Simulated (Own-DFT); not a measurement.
Simulation results for Al$_{3}$GaN$_{4}$ (wurtzite random alloy, strained, atoms displaced)

Computed with Own-DFT development build. A calculation, not a measurement: plane-wave PBE density functional theory by an unreviewed code, no spin, of a simulated periodic cell, stress positive in tension, free energy of the whole cell less one offset for each atom, forces on such cells passed a denser k mesh, this cell's mesh not checked; offsets are fitted by least squares, one for each functional and potential file, so energies compare only between cells with the same atoms and settings and are not formation energies; the far tail of each file's local potential was reset to the Coulomb form; each entry is a single point on an unrelaxed cell, so the pressure reflects the starting lattice, mostly measured values, from which strain is counted, and rises with the displacements; printed positions are rounded, which can move forces by about a meV/angstrom; the program is a retired in-house code; no spin-orbit coupling.

```yaml
- formula: Al3GaN4
  kind: "wurtzite random alloy, strained, atoms displaced"
  structure:
    cell_angstrom: [[9.1119, 0.0, 0.0], [-4.556, 7.8912, 0.0], [0.0, 0.0, 10.0655]]
    atoms_fractional:
      - [Al, 0.11045, 0.22401, 0.99528]
      - [Al, 0.2259, 0.12024, 0.24774]
      - ["N", 0.11574, 0.2237, 0.18696]
      - ["N", 0.22167, 0.0994, 0.43838]
      - [Al, 0.11378, 0.22687, 0.49853]
      - [Ga, 0.2218, 0.11144, 0.74314]
      - ["N", 0.11262, 0.21785, 0.69178]
      - ["N", 0.22553, 0.11837, 0.93926]
      - [Al, 0.11201, 0.55633, 0.99754]
      - [Al, 0.21836, 0.44282, 0.25126]
      - ["N", 0.10429, 0.5644, 0.189]
      - ["N", 0.212, 0.43855, 0.43842]
      - [Al, 0.107, 0.55526, 0.493]
      - [Al, 0.22404, 0.44621, 0.73839]
      - ["N", 0.11906, 0.55781, 0.68847]
      - ["N", 0.22408, 0.45024, 0.94207]
      - [Al, 0.09675, 0.89185, 0.00844]
      - [Al, 0.21187, 0.77208, 0.259]
      - ["N", 0.10707, 0.88004, 0.19608]
      - ["N", 0.21418, 0.7823, 0.43781]
      - [Al, 0.11475, 0.8918, 0.49317]
      - [Ga, 0.226, 0.77912, 0.74794]
      - ["N", 0.12262, 0.89559, 0.68933]
      - ["N", 0.22669, 0.78034, 0.94053]
      - [Al, 0.44233, 0.21933, 0.00019]
      - [Al, 0.55265, 0.10355, 0.25806]
      - ["N", 0.44655, 0.22196, 0.18176]
      - ["N", 0.55309, 0.10254, 0.43953]
      - [Al, 0.44905, 0.22303, 0.49926]
      - [Ga, 0.56024, 0.11295, 0.74406]
      - ["N", 0.45529, 0.23213, 0.69378]
      - ["N", 0.55067, 0.1084, 0.92729]
      - [Al, 0.44045, 0.55084, 0.99803]
      - [Al, 0.55243, 0.45542, 0.25116]
      - ["N", 0.44751, 0.56777, 0.19517]
      - ["N", 0.54807, 0.44609, 0.44039]
      - [Ga, 0.44407, 0.56127, 0.50235]
      - [Al, 0.55887, 0.44811, 0.74872]
      - ["N", 0.44346, 0.55604, 0.69965]
      - ["N", 0.55887, 0.44469, 0.93519]
      - [Ga, 0.43545, 0.88213, 0.00695]
      - [Al, 0.5512, 0.77202, 0.26123]
      - ["N", 0.4399, 0.8871, 0.19121]
      - ["N", 0.55675, 0.78102, 0.4393]
      - [Al, 0.43439, 0.88186, 0.49733]
      - [Al, 0.55655, 0.77234, 0.74778]
      - ["N", 0.44793, 0.8919, 0.69205]
      - ["N", 0.56671, 0.79333, 0.94494]
      - [Al, 0.78595, 0.22607, 0.00114]
      - [Al, 0.8844, 0.10622, 0.24445]
      - ["N", 0.78667, 0.22822, 0.19349]
      - ["N", 0.90089, 0.1085, 0.44311]
      - [Ga, 0.77001, 0.22092, 0.50019]
      - [Ga, 0.89256, 0.11678, 0.75524]
      - ["N", 0.77897, 0.22673, 0.69163]
      - ["N", 0.89962, 0.10426, 0.93805]
      - [Al, 0.77651, 0.54836, 0.00096]
      - [Al, 0.89079, 0.45207, 0.24101]
      - ["N", 0.78783, 0.56211, 0.18634]
      - ["N", 0.89007, 0.43892, 0.44133]
      - [Al, 0.77516, 0.55535, 0.5129]
      - [Al, 0.89051, 0.45119, 0.75564]
      - ["N", 0.78024, 0.56062, 0.69471]
      - ["N", 0.89763, 0.44961, 0.93972]
      - [Al, 0.78312, 0.89612, 0.99297]
      - [Ga, 0.88979, 0.77841, 0.24706]
      - ["N", 0.77271, 0.89856, 0.18494]
      - ["N", 0.8905, 0.78515, 0.4324]
      - [Al, 0.7688, 0.88687, 0.49578]
      - [Ga, 0.89056, 0.77295, 0.75059]
      - ["N", 0.77042, 0.89282, 0.69011]
      - ["N", 0.88969, 0.77534, 0.93497]
  settings:
    functional: PBE
    potential_files: "PseudoDojo norm-conserving, scalar-relativistic, standard set with the stringent files for Ga"
    "wave_cutoff [hartree]": 96.0
    occupations: Gaussian
    "smearing_width [eV]": 0.01
    k_mesh: "4 x 4 x 3 centred on Gamma"
  results:
    "free_energy_of_cell_above_offsets [eV]": "-18.074"
    "pressure [GPa]": 21.28
    "stress_xx [GPa]": -25.01
    "stress_yy [GPa]": -27.38
    "stress_zz [GPa]": -11.44
    "stress_yz [GPa]": -1.1
    "stress_xz [GPa]": -1.23
    "stress_xy [GPa]": -1.31
    force_element: [Al, Al, "N", "N", Al, Ga, "N", "N", Al, Al, "N", "N", Al, Al, "N", "N", Al, Al, "N", "N", Al, Ga, "N", "N", Al, Al, "N", "N", Al, Ga, "N", "N", Al, Al, "N", "N", Ga, Al, "N", "N", Ga, Al, "N", "N", Al, Al, "N", "N", Al, Al, "N", "N", Ga, Ga, "N", "N", Al, Al, "N", "N", Al, Al, "N", "N", Al, Ga, "N", "N", Al, Ga, "N", "N"]
    "force_x [eV/angstrom]": [1.638, 0.985, -1.232, -0.102, 1.094, 1.891, -1.175, -0.466, 0.491, -0.633, 2.663, 0.594, 0.043, -0.328, -1.828, -0.123, 3.135, 1.304, 0.748, 2.402, -2.406, 0.235, -1.479, -3.454, 0.885, -0.012, 0.205, -1.627, -0.944, -0.619, -0.993, 1.21, 1.044, 2.054, -0.603, 2.191, -0.773, -0.27, 0.847, -0.47, 1.364, -0.228, -0.047, -1.514, 0.324, -1.33, 1.241, 0.056, -1.118, 1.235, -1.394, -2.305, 2.804, -0.449, 1.154, -2.226, -0.518, -0.031, -2.7, -2.173, 0.626, 1.292, 0.157, -0.866, 0.011, -2.122, 0.35, -0.344, 2.481, -0.465, 1.436, -0.821]
    "force_y [eV/angstrom]": [1.048, -1.853, 0.283, 4.06, -2.02, 0.615, 2.699, -1.242, 1.656, 0.654, -1.389, 1.594, 0.24, -1.16, -1.233, -0.996, 0.31, 1.391, 3.216, -2.039, -0.911, 0.303, -1.842, -1.144, 0.08, 1.141, 0.871, -0.023, -0.495, -0.442, 0.175, 1.403, 2.114, -1.386, -2.548, -0.44, -0.974, -0.281, -0.356, 0.038, 1.885, 2.957, -0.509, 0.121, 0.517, 2.091, -1.69, -3.208, -1.543, 1.797, -0.533, -0.32, -0.61, -0.706, 2.024, 2.474, 1.174, -1.557, -2.076, 2.101, 0.599, -0.735, -2.492, -1.119, -2.335, 0.943, -2.239, -1.772, 1.403, 3.681, -0.957, -0.481]
    "force_z [eV/angstrom]": [0.932, 0.473, -0.376, -0.745, 0.976, 2.194, -2.198, 0.563, 0.902, -0.729, -0.467, -0.51, 1.544, 2.42, -1.488, -1.171, -0.761, -1.734, -1.721, 0.418, 2.145, 1.745, -2.426, -0.118, -1.172, -2.071, 2.024, -0.154, 0.638, 1.234, -2.781, 3.271, 0.368, -0.454, -1.331, -0.39, 0.939, 1.334, -1.6, 0.704, -0.471, -2.501, 2.655, 0.181, 1.558, 2.239, -2.759, -1.809, -0.303, 1.969, -1.001, -1.617, 0.644, -1.182, -0.406, 0.89, -0.178, 2.315, -0.713, -1.258, -2.714, -0.803, -1.283, -0.234, 1.66, 0.593, -0.386, 2.712, 1.554, -0.108, -1.46, 1.79]
```
